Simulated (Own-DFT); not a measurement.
# What a change of functional does to the pressure

Calculated results; nothing here was measured. They come from Own-DFT, an in-house plane-wave density functional program, since retired, whose code no person has reviewed. Each row is one single-point run on a periodic cell that was not relaxed, without spin or spin-orbit coupling.

Known limits, some of them of some rows only: not probed for a lower state with spin; hafnium file: forces about 75 meV/angstrom off all-electron values; oxygen file: force components 24 meV/angstrom off all-electron in a glass; forces on such cells failed a check on a denser k mesh; forces on such cells passed a denser k mesh, each cell not checked; stress not checked against mesh or cutoff.

Each cell was run twice at the same cutoff, k mesh and smearing, with PBE and with PBEsol, on PseudoDojo norm-conserving files made for PBE. Atoms were moved at random from their sites; u is the rms move along one axis. Files made for PBEsol would give a somewhat different change.

```
cell,atoms,volume (Å³/atom),u (Å),cutoff (hartree),P with PBE (GPa),P with PBEsol (GPa),change (GPa)
C40 NbSi2 with two Nb on a Si site each (Nb14Si22),36,14.64,0.047,42,8.14,4.10,-4.04
C40 NbSi2 with two Nb on a Si site each (Nb14Si22),36,14.64,0.028,42,7.48,3.43,-4.05
C40 NbSi2 with two Nb on a Si site each (Nb14Si22),36,14.64,0.056,42,8.77,4.71,-4.06
D0_22 TiAl3 with two Al vacancies (Al28Ti10),38,16.46,0.079,42,2.67,0.83,-1.84
D0_22 TiAl3 with two Al vacancies (Al28Ti10),38,16.46,0.050,42,1.63,-0.20,-1.84
D0_22 TiAl3 with two Al vacancies (Al28Ti10),38,16.46,0.078,42,2.55,?,?
diamond-structure SiGe in clusters (Ge32Si32),64,21.31,0.063,42,3.74,1.45,-2.29
diamond-structure SiGe in clusters (Ge32Si32),64,21.31,0.030,42,2.95,0.67,-2.28
diamond-structure SiGe in clusters (Ge32Si32),64,21.31,0.032,42,2.93,0.65,-2.28
monoclinic HfO2 (Hf32O64),96,11.52,0.047,72,5.24,-1.23,-6.46
monoclinic HfO2 (Hf32O64),96,11.52,0.085,72,9.01,2.52,-6.48
monoclinic HfO2 (Hf32O64),96,11.52,0.078,72,8.86,2.38,-6.48
```

## Worked reading

Mean change of pressure by composition, in GPa: HfO2, -6.48; Nb7Si11, -4.05; GeSi, -2.28; Al14Ti5, -1.84. At a fixed cell PBEsol gives the lower pressure, because it favours a smaller volume than PBE. Here the change varies more between materials than between cells of one material.

## Withheld value

Question: what PBEsol pressure should the Al28Ti10 cell with the blank give?

Adding the mean change of the cells with its composition, -1.84 GPa, to 2.55 gives 0.7 GPa. The calculation gave 0.71 GPa.
